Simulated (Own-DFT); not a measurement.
# Strain and stress in hcp Ru, 36 atoms (Ru36)

These are calculations, not measurements. They come from Own-DFT, an in-house plane-wave density functional program, since retired, whose code no person has reviewed. Each row is one single-point run on a periodic cell that was not relaxed, without spin or spin-orbit coupling.

Settings of every run: PBE; PseudoDojo norm-conserving scalar-relativistic files; cutoff 50 hartree; 5 x 5 x 4 k mesh centred on Gamma; cold (Marzari-Vanderbilt) smearing of 0.2 eV.

Known limits: forces on such cells failed a check on a denser k mesh; stress not checked against mesh or cutoff.

Unstrained cell vectors in Å: (8.118, 0.000, 0.000); (-4.059, 7.030, 0.000); (0.000, 0.000, 8.563). The unstrained cell has measured lattice constants (interpolated for alloys), not those of this functional. That, the random moves and any unrelaxed bonds set the pressure at no strain. Each run strains this cell uniformly, with the atoms carried along. Every atom was also moved at random, by a Gaussian of width 0.05 Å on each axis. Strain is the symmetric tensor, in per cent. Stress is positive in tension, and the pressure is minus a third of its trace.

| run | e_xx (%) | e_yy (%) | e_zz (%) | e_yz (%) | e_xz (%) | e_xy (%) | s_xx (GPa) | s_yy (GPa) | s_zz (GPa) | s_yz (GPa) | s_xz (GPa) | s_xy (GPa) | P (GPa) | E (meV/atom) |
|---|---|---|---|---|---|---|---|---|---|---|---|---|---|---|
| 1 | 1.70 | 1.03 | 0.05 | -1.09 | -1.33 | 0.72 | 4.00 | 1.75 | -2.45 | -4.02 | -4.55 | 2.04 | -1.10 | 2.4 |
| 2 | -1.74 | -0.03 | -0.01 | 1.63 | 0.03 | -1.33 | -19.08 | -11.80 | -12.95 | 6.42 | 0.49 | -5.65 | 14.61 | 43.8 |
| 3 | -0.84 | 1.55 | -1.06 | 0.50 | 0.02 | -0.17 | -11.96 | -1.83 | -12.76 | 2.09 | 0.08 | -1.44 | 8.85 | 11.0 |
| 4 | 0.63 | 1.05 | -1.86 | 0.86 | -0.74 | -0.90 | -6.16 | -4.21 | -17.30 | 2.94 | -2.43 | -4.19 | 9.22 | 25.8 |
| 5 | -0.04 | -1.10 | -1.85 | -1.94 | 1.63 | -1.56 | -14.57 | -19.20 | -25.34 | -8.58 | 6.89 | -6.22 | 19.70 | 66.3 |
| 6 | -0.10 | -0.69 | -1.34 | 0.33 | -0.76 | -1.89 | -12.40 | -16.03 | -18.96 | 1.67 | -3.16 | -8.26 | 15.80 | 36.4 |
| 7 | 1.04 | -1.92 | 1.92 | 1.67 | -0.95 | 1.77 | -2.90 | -14.03 | 2.55 | 5.81 | -3.44 | 7.74 | 4.79 | 29.5 |
| 8 | -0.67 | -1.73 | 0.41 | -1.96 | 1.23 | 0.34 | -15.30 | -20.11 | -11.04 | -7.94 | 4.42 | 1.84 | 15.48 | 46.6 |
| 9 | -1.43 | -0.20 | 1.66 | 0.86 | -0.93 | 0.71 | -13.61 | -9.46 | -0.59 | 3.87 | -2.90 | 2.09 | 7.89 | 27.2 |
| 10 | 0.74 | 1.46 | -1.27 | -1.65 | 1.95 | 1.22 | -2.50 | -0.44 | -13.12 | -6.48 | 7.63 | 4.72 | 5.36 | 20.0 |
| 11 | 0.27 | 0.86 | 0.97 | 0.36 | -1.85 | 0.15 | -2.19 | -0.20 | 0.49 | 1.29 | -6.41 | 0.85 | 0.63 | 0.0 |
| 12 | -0.40 | 0.37 | 0.50 | -0.59 | -0.98 | 1.91 | -9.26 | -6.48 | -5.52 | -2.44 | -3.30 | 8.33 | 7.09 | 35.1 |
| 13 | 0.86 | -0.02 | -0.68 | 1.52 | 1.53 | 0.27 | -3.26 | -7.43 | -11.26 | 5.89 | 5.88 | 1.15 | 7.32 | 12.4 |
| 14 | 0.14 | -0.38 | 0.32 | 0.74 | 0.13 | -1.61 | -6.69 | -9.75 | -6.48 | 2.62 | 0.42 | -6.40 | 7.64 | 19.5 |
| 15 | -0.52 | 0.16 | -1.82 | -1.02 | -1.31 | 1.96 | -15.67 | -12.69 | -22.77 | -4.73 | -5.11 | 8.14 | 17.04 | 63.3 |
| 16 | -0.01 | 1.61 | -1.28 | 1.37 | -0.12 | -1.53 | ? | ? | ? | ? | ? | ? | ? | ? |

E is the free energy for each atom above the lowest run shown.

## Worked fit

Each stress component was fitted by least squares to a constant and the strains of the runs shown, as fractions, with shears doubled. Shear strains stay in the fit of a normal stress only where such slopes are resolved. The slopes, in GPa:

```
stress  at no strain  per e_xx  per e_yy  per e_zz  scatter
  s_xx          -8.1  610 ± 19  224 ± 18  204 ± 15     0.68
  s_yy          -8.3  213 ± 12  635 ± 12  209 ± 10     0.43
  s_zz          -8.6  211 ± 21  242 ± 20  702 ± 17     0.74
```

Each shear stress against twice its own strain: yz 196 ± 5, xz 189 ± 5, xy 210 ± 6 GPa. These are stiffnesses along x, y and z of the frame in which the cell vectors are given, which need not be the crystal's axes. The atoms are held to the strained lattice; where symmetry lets them move under strain, relaxing them would lower some slopes. The table should be nearly symmetric about its diagonal, and what it lacks of that shows the noise. A ninth of its sum, 361 ± 8 GPa, estimates the bulk modulus near the mean pressure of these runs, 9.4 GPa, so it lies above the value at zero pressure.

## Withheld run

Question: what normal stresses and pressure should run 16 give?

The fit gives s_xx = -7.2, s_yy = -0.8, s_zz = -13.8 and P = 7.3 GPa. The calculation gave -7.79, -2.08, -14.02 and P = 7.96 GPa.
